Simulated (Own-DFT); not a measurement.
# Computed records: Hf36O71 (tetragonal hafnia with one neutral oxygen vacancy, atoms displaced)

A calculation, not a measurement: plane-wave PBE and HSE06 DFT by an unreviewed code, no spin, of a simulated cell at Gamma alone, so results move with cell size and shape, stress positive in tension, energies less offsets, not probed for a lower state with spin; hafnium file: forces about 75 meV/angstrom off all-electron values; oxygen file: force components 24 meV/angstrom off all-electron in a glass; k mesh not checked against a denser one; forces and stress are PBE's, HSE06 gives the energy alone, and its difference from PBE has offsets of its own; offsets are fitted by least squares, one for each functional and potential file, so energies compare only between cells with the same atoms and settings and are not formation energies; the far tail of each file's local potential was reset to the Coulomb form; each entry is a single point on an unrelaxed cell, so the pressure reflects the starting lattice, taken from the Materials Project, from which strain is counted, and rises with the displacements; printed positions are rounded, which can move forces by about a meV/angstrom; the program is a retired in-house code; no spin-orbit coupling. Program: Own-DFT development build.

Common to all runs: first functional PBE; second functional HSE06; exact exchange share 0.25; screening 0.11 1/bohr; exchange divergence Gygi-Baldereschi; potential files PseudoDojo norm-conserving, scalar-relativistic, made for PBE, standard set; wave cutoff 48 hartree; occupations fixed; k mesh 1 x 1 x 1 centred on Gamma.

(1) 
```xyz
107
Lattice="10.7800 0.0000 0.0000 0.0000 10.7800 0.0000 0.0000 0.0000 10.4493" Properties=species:S:1:pos:R:3:force_x:R:1:force_y:R:1:force_z:R:1 formula=Hf36O71 PBE_energy_of_cell_above_offsets=-97.524 HSE06_less_PBE_above_offsets=0.045 PBE_pressure=1.87 PBE_stress_xx=-1.76 PBE_stress_yy=-1.75 PBE_stress_zz=-2.09 PBE_stress_yz=0.29 PBE_stress_xz=-0.19 PBE_stress_xy=-0.14
Hf    10.7797     0.0290    10.3733     -0.233     -1.927      2.068
Hf     1.7466     1.7763     2.6719       0.23     -0.857     -0.552
O      1.7456    10.7617     3.6660      0.245      0.161     -1.133
O     10.7756     1.7485     4.1378      0.114      1.176      0.396
O      1.7647    10.7376     1.0415     -0.087      1.107     -0.545
Hf    10.7457     0.0174     5.2891      1.161     -0.254     -1.726
Hf     1.7470     1.7713     7.9608      1.684      0.954       -1.5
O     10.7590     1.7748     6.7856      0.989      0.171      0.474
O      1.9020     0.0187     8.9149     -1.199     -0.117     -0.558
O     10.6896     1.8204     9.4937      0.743     -0.401     -0.675
O      1.8243    10.6941     6.1448     -1.277      -0.12      1.678
Hf    10.7147     3.5679     0.0806      2.737      0.752     -1.508
Hf     1.7791     5.3679     2.6543      1.412      0.471     -0.782
O     10.7619     5.3972     1.5653     -0.142     -0.338      0.401
O      1.7572     3.6259     3.6015     -0.031     -0.543      0.649
O     10.7186     5.4496     4.1483       0.28     -0.837      0.635
O      1.7762     3.6335     0.9507     -0.294     -0.558      0.472
Hf    10.7779     3.6204     5.2591      0.645     -0.335     -0.797
Hf     1.7326     5.4081     7.8126      2.045     -0.145       0.94
O      0.0298     5.3516     6.8795      -1.56      0.003     -1.195
O      1.8072     3.6315     8.8551     -0.219     -1.326      -0.29
O      0.0085     5.4103     9.4490     -0.174     -0.952     -0.004
O      1.8823     3.6485     6.2399     -2.207     -0.163     -0.065
Hf     0.0797     7.0815     0.1236     -2.517      1.501     -1.835
Hf     1.8397     8.9979     2.5131     -1.355      0.846      1.779
O      0.0294     9.0272     1.6116     -1.065     -0.895      0.034
O      1.8894     7.2004     3.6644     -0.732     -0.285     -0.337
O      0.0053     9.0020     4.2839     -0.327     -0.551     -0.271
O      1.7612     7.2147     1.0082      2.325     -0.385      1.406
Hf     0.0374     7.2262     5.2278     -0.967      0.351     -0.146
Hf     1.6840     9.0012     7.8567      1.282     -0.005      0.369
O     10.7468     8.9596     6.8007      0.045      -0.03      0.463
O      1.7766     7.1902     8.9318     -0.001      0.072     -0.937
O      0.0443     8.9897     9.3862     -0.074      0.126      0.116
O      1.8470     7.0927     6.2897      -1.26       0.86      0.171
Hf     3.6960     0.0359     0.0547     -1.474     -0.199         -1
Hf     5.4362     1.7512     2.6029     -1.605      1.521      1.003
O      3.5899     1.7813     1.5784      0.092     -0.452     -0.068
O      5.3375     0.0023     3.6611      0.178     -0.252     -0.696
O      3.5518     1.7674     4.1720      0.068      1.293      0.037
O      5.4673    10.7704     1.0151     -0.724      0.081      1.322
Hf     3.6382     0.0208     5.2313     -0.473      -0.04      0.009
Hf     5.3637     1.8726     7.8496     -0.447     -2.376     -1.668
O      3.5241     1.7278     6.7758      0.167      0.428      0.722
O      5.3657     0.0087     8.8956      0.005     -0.188     -0.268
O      3.6569     1.7711     9.3578      -0.95      0.249      0.821
O      5.3753    10.7382     6.2376      1.259      0.037     -0.067
Hf     3.6113     3.6040    10.3732     -0.102      0.148      1.237
Hf     5.3870     5.3702     2.6264      -0.44     -0.334     -1.835
O      3.6251     5.2398     1.5903      -1.38      0.877      0.163
O      5.4297     3.6338     3.5751     -0.167     -1.838      0.867
O      3.5937     5.4085     4.2330     -0.254     -0.168     -0.048
O      5.3746     3.6326     1.0131      0.814     -0.988      -0.88
Hf     3.5537     3.6197     5.2163      1.585     -0.342      0.026
Hf     5.3651     5.4123     7.8908     -0.089      0.027     -0.706
O      3.5901     5.3817     6.8468      0.668     -0.112     -0.041
O      5.2955     3.4889     8.8865      0.601      2.856      0.313
O      3.5581     5.4082     9.3327      0.736     -0.204      0.635
O      5.4480     3.5770     6.2821     -1.357       0.26     -0.247
Hf     3.5492     7.1917    10.3086      1.305     -0.311      1.672
Hf     5.3693     9.0470     2.5932      0.253     -1.862     -0.178
O      3.5509     9.0444     1.5806      1.923      0.148     -0.304
O      5.4374     7.0896     3.5805       0.28      2.572      1.005
O      3.5705     8.9887     4.1682      0.663      0.071     -0.272
O      5.4191     7.2063     1.0134     -1.042      0.084     -0.443
Hf     3.5276     7.2744     5.2162      0.938     -0.814     -0.114
Hf     5.3916     8.9790     7.7312     -0.093       1.01      1.304
O      3.6580     9.0384     6.7472     -1.893     -0.938      0.616
O      5.3996     7.2773     8.8739     -0.673     -1.828     -0.672
O      3.5319     8.9618     9.5157      0.036      1.132      -0.99
O      5.3941     7.1931     6.2365     -0.892     -0.148     -0.044
Hf     7.1580     0.0288    10.4342      1.502     -1.941     -0.702
Hf     8.9528     1.8287     2.5164      1.685     -2.076      1.594
O      7.1711     1.8161     1.6107      0.198      0.201     -1.248
O      8.9460     0.0055     3.6126     -0.147      0.134      0.459
O      7.1183     1.7464     4.2043     -0.029      0.674     -0.516
O      8.9975    10.7457     1.1270      0.117      1.248     -1.952
Hf     7.2354    10.7236     5.1758     -0.683       2.02      1.083
Hf     8.9742     1.7820     7.7785     -1.521     -0.094     -0.214
O      7.1363     1.8027     6.7339      1.245      0.054      1.208
O      8.9033    10.7729     8.7921      0.477     -0.322      0.503
O      7.1823     1.7497     9.4050     -0.001      0.786      0.082
O      8.9797     0.0212     6.2697     -0.465     -0.395       0.09
Hf     7.2439     3.4963     0.0235     -2.745      1.521     -0.884
Hf     8.9855     5.2810     2.6005     -0.851      2.228      0.287
O      7.1447     5.3395     1.5587      1.576     -0.425      0.796
O      8.9720     3.5381     3.6554      0.093      0.372     -0.698
O      7.1477     5.3070     4.2469      0.754      1.451     -1.031
O      8.9761     3.5146     0.9397     -0.397      0.094      2.359
Hf     7.1744     3.6124     5.2092     -0.218     -1.986      0.814
Hf     8.9751     5.4144     7.9005     -0.451     -0.512      -0.62
O      7.1837     5.4430     6.8118      0.085     -0.197      0.504
O      8.9685     3.5306     8.8513     -0.196      0.867     -0.112
O      7.1874     5.3775     9.4463     -0.246     -1.099      -0.48
O      9.0395     3.6252     6.2156     -0.799     -0.163      0.245
Hf     7.2125     7.1688    10.4192     -1.078      0.301       0.85
Hf     8.9557     8.9293     2.6608       0.82      1.548     -1.073
O      7.2021     8.9879     1.6149     -0.336       0.08      0.315
O      8.9730     7.2190     3.6141     -0.314     -1.954       0.13
O      7.1774     9.0175     4.2625     -0.348     -1.698     -1.233
O      8.9449     7.1115     0.9838      0.936      0.223      0.806
Hf     7.0760     7.1309     5.1602      1.175      0.151        0.7
Hf     8.9080     8.9301     7.8056      0.266     -0.479      0.493
O      7.1491     8.9067     6.7917      0.925       0.44     -0.055
O      9.0056     7.1229     8.9215     -0.479      1.478     -0.918
O      7.0570     8.9592     9.4339       1.38      0.812     -0.057
O      8.9718     7.2199     6.2206      0.342      -0.27      0.066
```

Units: PBE_energy_of_cell_above_offsets, HSE06_less_PBE_above_offsets in eV; PBE_pressure, PBE_stress_xx, PBE_stress_yy, PBE_stress_zz, PBE_stress_yz, PBE_stress_xz, PBE_stress_xy in GPa; force_x, force_y, force_z in eV/Å.

(2) 
```xyz
107
Lattice="10.7800 0.0000 0.0000 0.0000 10.7800 0.0000 0.0000 0.0000 10.4493" Properties=species:S:1:pos:R:3:force_x:R:1:force_y:R:1:force_z:R:1 formula=Hf36O71 PBE_energy_of_cell_above_offsets=-89.906 HSE06_less_PBE_above_offsets=0.472 PBE_pressure=3.55 PBE_stress_xx=-1.35 PBE_stress_yy=-6.02 PBE_stress_zz=-3.27 PBE_stress_yz=-0.41 PBE_stress_xz=-0.91 PBE_stress_xy=0.12
Hf     0.1212     0.0747    10.3657     -2.171     -0.754      0.973
Hf     1.7952     1.8410     2.6763      -0.44     -0.104     -2.544
O     10.6939     1.8532     1.5402      1.735      -0.71     -0.247
O      1.7755    10.7595     3.7037     -0.408      0.354      0.338
O     10.6917     1.9137     4.0749      1.332      -2.29      1.679
O      1.7607    10.7270     1.0239      0.674        0.1      0.674
Hf    10.7795    10.6444     5.1611     -0.829      4.817      2.613
Hf     1.8329     1.8175     7.7474      0.252      1.408      2.889
O     10.7466     1.8425     6.9584      0.777      1.339     -1.872
O      1.8329     0.0100     8.8879     -0.793     -0.023      0.752
O      0.0091     1.7895     9.3292     -0.407      0.528      1.374
O      1.7069    10.7523     6.4327      1.321      0.876     -2.051
Hf    10.7219     3.6065    10.4225      4.753     -0.477     -0.016
Hf     1.7850     5.2989     2.6507       0.76      1.427     -2.145
O     10.7127     5.4207     1.5081      1.078      0.185     -0.231
O      1.6865     3.5859     3.6036      0.835     -0.348      1.645
O     10.7086     5.4105     4.1282      1.506      -0.25      1.406
O      1.8099     3.6244     1.0643     -1.655     -0.475     -0.009
Hf    10.7374     3.5375     5.2600     -1.465     -0.056     -0.849
Hf     1.7395     5.4643     7.7763      4.139     -1.588      1.968
O      0.0826     5.4714     6.9436     -4.255     -0.148      -3.12
O      1.7684     3.6618     8.8704     -0.485     -0.776     -1.132
O      0.1581     5.4475     9.2950     -2.733     -0.602      1.753
O      1.7573     3.5847     6.2564      0.212     -0.119      -0.57
Hf    10.7771     7.1457    10.4356      0.103     -0.085      1.701
Hf     1.8009     9.0228     2.6762     -0.739     -0.948     -1.717
O     10.6591     9.0259     1.5986      1.461     -0.863      1.291
O      1.9561     7.2721     3.7296     -1.995     -0.533     -0.916
O     10.6853     8.9943     4.3503      -0.04     -2.497     -3.191
O      1.7630     7.1730     1.0261      0.241      0.306     -0.511
Hf     0.0692     7.1903     5.1432     -0.164     -1.441      1.866
Hf     1.7637     9.0807     7.8811     -0.733     -1.313      -0.26
O      0.1348     8.9286     6.7446     -2.914      0.331      0.671
O      1.7231     7.2049     8.7348       1.68      0.395      1.716
O      0.1081     8.8229     9.4047     -0.524      2.835     -0.414
O      1.8182     7.2629     6.2662      0.435     -0.834     -1.207
Hf     3.5859    10.6190     0.0234     -0.658        4.8     -0.116
Hf     5.4774     1.6749     2.5067     -1.393       3.26      0.386
O      3.5946     1.8284     1.4621     -0.605     -0.846       2.37
O      5.5263     0.0200     3.4820     -0.602     -2.698      1.453
O      3.5522     1.7368     4.2657     -0.682      0.227     -0.499
O      5.2964     0.0344     1.0981      1.597     -1.231     -1.241
Hf     3.5569     0.0177     5.3317      0.773      -0.03      0.258
Hf     5.4900     1.7471     7.8943     -1.317      1.859     -1.097
O      3.6650     1.8795     6.8780     -1.338     -0.979     -1.577
O      5.4282     0.0919     8.8714     -1.005      -3.88      0.974
O      3.4225     1.7769     9.3924      0.457     -0.958      0.531
O      5.4714     0.0476     6.2398       -2.1     -0.954     -0.915
Hf     3.6641     3.5252     0.0039     -2.423     -0.264     -1.121
Hf     5.4094     5.3621     2.6107     -0.528      -2.68      -0.56
O      3.5105     5.2525     1.5439      1.224      1.226      1.094
O      5.5388     3.4569     3.6643      -0.79      0.923     -0.457
O      3.5709     5.4193     4.0908     -0.067     -1.154      1.272
O      5.2873     3.5603     1.0371      3.968      0.501      0.185
Hf     3.5075     3.5306     5.2667      2.931      1.041      0.472
Hf     5.4360     5.4509     7.8566     -2.062     -2.113       0.14
O      3.6536     5.4486     6.8153     -0.628     -0.181     -0.567
O      5.3606     3.5390     8.8022      0.625      1.479       1.24
O      3.5774     5.2832     9.4279      0.856      3.131     -0.114
O      5.3490     3.5440     6.3477     -0.135      0.997     -1.984
Hf     3.5396     7.2228    10.3150     -0.725     -4.054      1.666
Hf     5.4071     8.9705     2.5061       0.03      0.329      0.753
O      3.4851     8.9895     1.4921      1.931     -0.524      0.808
O      5.4540     7.0316     3.6674      0.239      2.644      0.586
O      3.5842     8.9968     4.1800      1.167      1.098      0.174
O      5.4833     7.0457     1.1031     -1.669       1.05     -0.683
Hf     3.6282     7.2129     5.2461     -2.043     -1.623      -0.78
Hf     5.2219     8.9049     7.7780      3.364      1.246      0.939
O      3.5348     9.0115     6.8257      0.207      0.524     -0.532
O      3.5024     8.9684     9.4334      1.202     -0.511      -1.96
O      5.2855     7.2054     6.3622      2.509      0.928      0.122
Hf     7.2574    10.7215     0.0213      0.544      -0.28     -0.468
Hf     8.9300     1.7457     2.6283      1.838      0.613      0.461
O      7.2496     1.9255     1.5925     -0.944     -0.283     -1.257
O      9.0060    10.7656     3.5721      0.213     -1.457      1.717
O      7.2100     1.6465     4.2335      0.652      2.141     -0.762
O      8.9860    10.7427     1.1453     -0.187      1.056     -1.851
Hf     7.2658    10.7213     5.1751      0.243      1.568      2.432
Hf     8.9794     1.9079     7.9192      -0.32     -6.504      -3.88
O      7.1012     1.8072     6.8088      2.455      0.369      0.191
O      9.0188    10.7257     8.9283      -0.59     -0.605     -0.056
O      7.1040     1.7739     9.4300      1.447      0.332      0.799
O      9.0856     0.2675     6.2734     -0.407     -1.802     -1.391
Hf     7.2972     3.5406    10.4491     -2.319     -0.153      1.199
Hf     9.0235     5.3927     2.6063      0.683     -1.455      1.172
O      7.3619     5.3208     1.6818     -3.636     -0.585     -1.607
O      9.0700     3.5635     3.5710     -0.597      0.234      0.214
O      7.3256     5.2834     4.2046      -0.79      1.635      1.013
O      9.0912     3.6012     0.9704      -2.44     -0.002     -0.554
Hf     7.1692     3.5762     5.2947     -1.824     -1.027      -0.84
Hf     9.0292     5.4325     7.9853      -0.21      0.238     -2.909
O      7.1558     5.3315     6.8338      0.793      0.884      0.539
O      8.9529     3.5318     8.7237     -0.048      5.103      4.003
O      7.2337     5.3643     9.4920      0.085     -0.497     -1.131
O      8.9265     3.6111     6.2660      1.651      0.125      0.092
Hf     7.1298     7.1244    10.4019      0.432      0.691      1.218
Hf     8.9048     8.9285     2.6579      1.366      0.463     -1.645
O      7.2757     9.1028     1.5063     -2.801     -0.451      1.485
O      9.0166     7.0930     3.6476     -0.518       2.44      0.461
O      7.1434     8.9912     4.2389      0.048     -1.854     -2.162
O      8.8334     7.2387     0.9482      1.875     -0.127      0.549
Hf     7.1612     7.2027     5.2034      0.616     -1.444      0.524
Hf     9.0548     8.8591     7.8501     -0.144      2.646      -1.77
O      7.2646     9.0515     6.6814     -0.408     -0.863      1.987
O      8.9457     7.2505     8.9017      -0.08     -1.716      0.332
O      7.0156     8.9051     9.5281     -0.345      0.631     -1.511
O      8.9491     7.2072     6.2833       0.82     -0.316     -0.117
```

Units: PBE_energy_of_cell_above_offsets, HSE06_less_PBE_above_offsets in eV; PBE_pressure, PBE_stress_xx, PBE_stress_yy, PBE_stress_zz, PBE_stress_yz, PBE_stress_xz, PBE_stress_xy in GPa; force_x, force_y, force_z in eV/Å.
